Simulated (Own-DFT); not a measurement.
# Computed records: Hf7Si13 (HfSi2 crystal with substituted atoms, atoms displaced)

Computed with Own-DFT development build. A calculation, not a measurement: plane-wave density functional theory by an unreviewed code, no spin, of a simulated periodic cell, stress positive in tension, run twice, with PBE and with PBEsol, both on files made for PBE, so the change isn't that of files made for PBEsol, hafnium file: forces about 75 meV/angstrom off all-electron values; forces on such cells moved up to 12 meV/angstrom on a denser k mesh; the far tail of each file's local potential was reset to the Coulomb form; each entry is a single point on an unrelaxed cell, so the pressure reflects the starting lattice, taken from the Materials Project, from which strain is counted, and rises with the displacements; printed positions are rounded, which can move forces by about a meV/angstrom; the program, named Own-DFT, is a retired in-house code; no spin-orbit coupling; stress was not checked against mesh or cutoff.

```json
{"formula": "Hf7Si13", "kind": "HfSi2 crystal with substituted atoms, atoms displaced", "structure": {"cell_angstrom": [[-7.2972, 7.0724, -1.7824], [3.6486, 7.0873, 5.7379], [3.6486, 3.5213, -8.4115]], "atoms_fractional": [["Hf", 0.5303, 0.5439, 0.75459], ["Hf", 0.27068, 0.25573, 0.04251], ["Si", 0.43722, 0.30617, 0.7872], ["Si", 0.37068, 0.50259, 0.99517], ["Si", 0.27639, 0.60819, 0.70494], ["Si", 0.52412, 0.19988, 0.08942], ["Hf", 0.721, 0.75226, 0.96262], ["Hf", 0.47878, 0.45659, 0.2364], ["Si", 0.62755, 0.50236, 0.00436], ["Si", 0.58119, 0.69673, 0.19861], ["Si", 0.47494, 0.78745, 0.9108], ["Si", 0.72334, 0.39674, 0.29583], ["Hf", 0.92765, 0.9453, 0.15335], ["Hf", 0.67468, 0.64732, 0.44262], ["Si", 0.82655, 0.70208, 0.19953], ["Si", 0.77419, 0.89714, 0.39929], ["Si", 0.67314, 0.00375, 0.10449], ["Si", 0.91915, 0.61049, 0.50364], ["Hf", 0.02227, 0.54218, 0.76518], ["Hf", 0.77198, 0.25951, 0.03827], ["Si", 0.93365, 0.30427, 0.79687], ["Si", 0.87862, 0.50347, 0.00731], ["Hf", 0.77015, 0.59508, 0.69436], ["Si", 0.02033, 0.19752, 0.09667], ["Hf", 0.23038, 0.74279, 0.95019], ["Hf", 0.97853, 0.44898, 0.2411], ["Si", 0.11599, 0.50203, 0.00675], ["Si", 0.06929, 0.69644, 0.19303], ["Si", 0.97299, 0.79928, 0.90797], ["Si", 0.21875, 0.40433, 0.29607], ["Hf", 0.42647, 0.94107, 0.15636], ["Hf", 0.17019, 0.65036, 0.44921], ["Si", 0.32129, 0.68669, 0.20649], ["Si", 0.27486, 0.89805, 0.39744], ["Si", 0.17562, 0.98924, 0.10377], ["Si", 0.4216, 0.59578, 0.5049], ["Hf", 0.61815, 0.14852, 0.35994], ["Hf", 0.37694, 0.85553, 0.65566], ["Si", 0.51909, 0.89401, 0.40704], ["Si", 0.48483, 0.10271, 0.60449], ["Si", 0.3811, 0.20045, 0.30791], ["Si", 0.62126, 0.8075, 0.70108], ["Hf", 0.82393, 0.33939, 0.55527], ["Hf", 0.58138, 0.05307, 0.84802], ["Si", 0.72478, 0.09783, 0.59454], ["Si", 0.67474, 0.28961, 0.7962], ["Si", 0.5698, 0.39401, 0.50237], ["Si", 0.8115, 0.00762, 0.90543], ["Hf", 0.12099, 0.14081, 0.36033], ["Hf", 0.86958, 0.86515, 0.64277], ["Si", 0.01827, 0.89676, 0.3964], ["Si", 0.97434, 0.1051, 0.60429], ["Si", 0.87255, 0.18946, 0.3044], ["Si", 0.12036, 0.80347, 0.70036], ["Hf", 0.31983, 0.34955, 0.55028], ["Hf", 0.07546, 0.05523, 0.84147], ["Si", 0.22072, 0.10287, 0.60222], ["Si", 0.17653, 0.30414, 0.79737], ["Si", 0.07657, 0.39522, 0.50292], ["Si", 0.32279, 0.0044, 0.90275]]}, "settings": {"functional": "PBE, then PBEsol", "potential_files": "PseudoDojo norm-conserving, scalar-relativistic, standard set", "wave_cutoff [hartree]": 42.0, "occupations": "cold (Marzari-Vanderbilt)", "smearing_width [eV]": 0.2, "k_mesh": "4 x 4 x 4 centred on Gamma"}, "results": {"PBE_pressure [GPa]": 5.43, "PBE_stress_xx [GPa]": -7.2, "PBE_stress_yy [GPa]": -5.17, "PBE_stress_zz [GPa]": -3.91, "PBE_stress_yz [GPa]": 0.37, "PBE_stress_xz [GPa]": 0.4, "PBE_stress_xy [GPa]": 0.25, "PBEsol_pressure [GPa]": 2.07, "PBEsol_stress_xx [GPa]": -4.14, "PBEsol_stress_yy [GPa]": -1.72, "PBEsol_stress_zz [GPa]": -0.36, "PBEsol_stress_yz [GPa]": 0.39, "PBEsol_stress_xz [GPa]": 0.42, "PBEsol_stress_xy [GPa]": 0.24, "force_element": ["Hf", "Hf", "Si", "Si", "Si", "Si", "Hf", "Hf", "Si", "Si", "Si", "Si", "Hf", "Hf", "Si", "Si", "Si", "Si", "Hf", "Hf", "Si", "Si", "Hf", "Si", "Hf", "Hf", "Si", "Si", "Si", "Si", "Hf", "Hf", "Si", "Si", "Si", "Si", "Hf", "Hf", "Si", "Si", "Si", "Si", "Hf", "Hf", "Si", "Si", "Si", "Si", "Hf", "Hf", "Si", "Si", "Si", "Si", "Hf", "Hf", "Si", "Si", "Si", "Si"], "PBE_force_x [eV/angstrom]": [2.236, -0.123, 0.846, -0.425, -0.214, 1.112, 0.177, 0.621, -0.402, 0.562, 0.162, -0.251, 0.409, 0.595, 0.148, 0.178, 0.254, -3.383, -1.522, -0.07, 0.721, 0.269, 0.958, -0.272, 1.358, 1.166, -1.047, -0.135, -0.125, -1.183, 0.498, -0.022, 0.201, 0.214, 0.38, -0.337, -1.162, 0.331, -0.107, 0.549, 0.392, 0.711, -1.688, 1.259, 0.161, -0.067, -0.329, -2.541, -0.641, -0.219, -0.212, -0.217, 0.323, -0.054, -0.157, 0.48, -0.55, -0.132, 0.938, -0.62], "PBE_force_y [eV/angstrom]": [-1.855, 0.448, -0.635, 0.018, -1.166, 0.54, 0.641, -0.635, -0.261, -0.019, 0.579, 0.25, -0.553, 0.017, -0.171, -0.122, -0.141, 0.36, 1.621, 0.347, -0.604, -0.924, 0.0, 0.218, -0.137, 0.04, 0.205, 0.841, -0.397, 0.286, 0.123, 0.465, 0.54, -0.091, 0.42, 0.36, -0.084, -0.685, 0.346, -1.026, -1.333, 0.24, -1.144, -1.482, 0.36, 1.176, 0.692, 0.849, 0.387, 0.524, 0.416, -0.468, 0.22, 0.031, 0.426, -0.049, 0.168, -0.006, -0.268, 0.101], "PBE_force_z [eV/angstrom]": [0.608, 0.041, -0.835, -0.44, -0.811, 0.023, 0.089, -1.111, 0.741, -0.203, 0.543, 0.068, -0.101, 1.117, -0.241, 0.358, -1.095, 1.696, 1.392, -0.781, -0.184, 0.581, -5.987, 0.06, -0.558, -0.4, 0.22, -0.492, 0.432, -0.185, -0.153, 0.677, 0.995, -0.445, -0.086, 1.152, -0.189, 1.176, 0.391, 0.19, 0.693, 0.637, 0.936, 0.991, -0.088, 0.446, -0.226, 0.165, 0.713, -0.669, -0.261, -0.13, -0.058, 0.434, -0.997, -0.487, -0.108, -0.347, 0.162, -0.056], "PBEsol_force_x [eV/angstrom]": [2.134, -0.116, 0.862, -0.427, -0.202, 1.106, 0.142, 0.612, -0.404, 0.567, 0.163, -0.244, 0.403, 0.59, 0.155, 0.187, 0.256, -3.307, -1.458, -0.065, 0.733, 0.262, 0.954, -0.276, 1.347, 1.15, -1.061, -0.13, -0.112, -1.177, 0.484, -0.028, 0.189, 0.226, 0.385, -0.341, -1.144, 0.322, -0.113, 0.546, 0.389, 0.667, -1.603, 1.236, 0.139, -0.078, -0.337, -2.531, -0.622, -0.213, -0.208, -0.215, 0.319, -0.05, -0.163, 0.474, -0.553, -0.131, 0.938, -0.63], "PBEsol_force_y [eV/angstrom]": [-1.75, 0.438, -0.628, 0.023, -1.158, 0.545, 0.613, -0.631, -0.277, -0.022, 0.554, 0.257, -0.542, 0.042, -0.171, -0.123, -0.162, 0.364, 1.56, 0.326, -0.598, -0.933, -0.069, 0.227, -0.128, 0.036, 0.193, 0.85, -0.401, 0.293, 0.131, 0.449, 0.536, -0.094, 0.392, 0.37, -0.067, -0.698, 0.346, -1.038, -1.31, 0.252, -1.068, -1.458, 0.367, 1.187, 0.662, 0.848, 0.389, 0.478, 0.426, -0.478, 0.202, 0.049, 0.439, -0.054, 0.167, 0.012, -0.276, 0.113], "PBEsol_force_z [eV/angstrom]": [0.651, 0.009, -0.811, -0.425, -0.875, 0.092, 0.135, -1.135, 0.725, -0.196, 0.486, 0.13, -0.072, 1.02, -0.232, 0.35, -1.161, 1.705, 1.427, -0.813, -0.176, 0.573, -5.909, 0.119, -0.513, -0.409, 0.21, -0.485, 0.365, -0.12, -0.117, 0.627, 0.966, -0.425, -0.143, 1.208, -0.157, 1.114, 0.378, 0.194, 0.627, 0.662, 0.958, 0.949, -0.089, 0.418, -0.287, 0.235, 0.735, -0.699, -0.261, -0.122, -0.122, 0.493, -0.95, -0.514, -0.107, -0.34, 0.101, 0.001], "rms_change_of_force_components_from_PBE_to_PBEsol [eV/angstrom]": 0.032}}
```
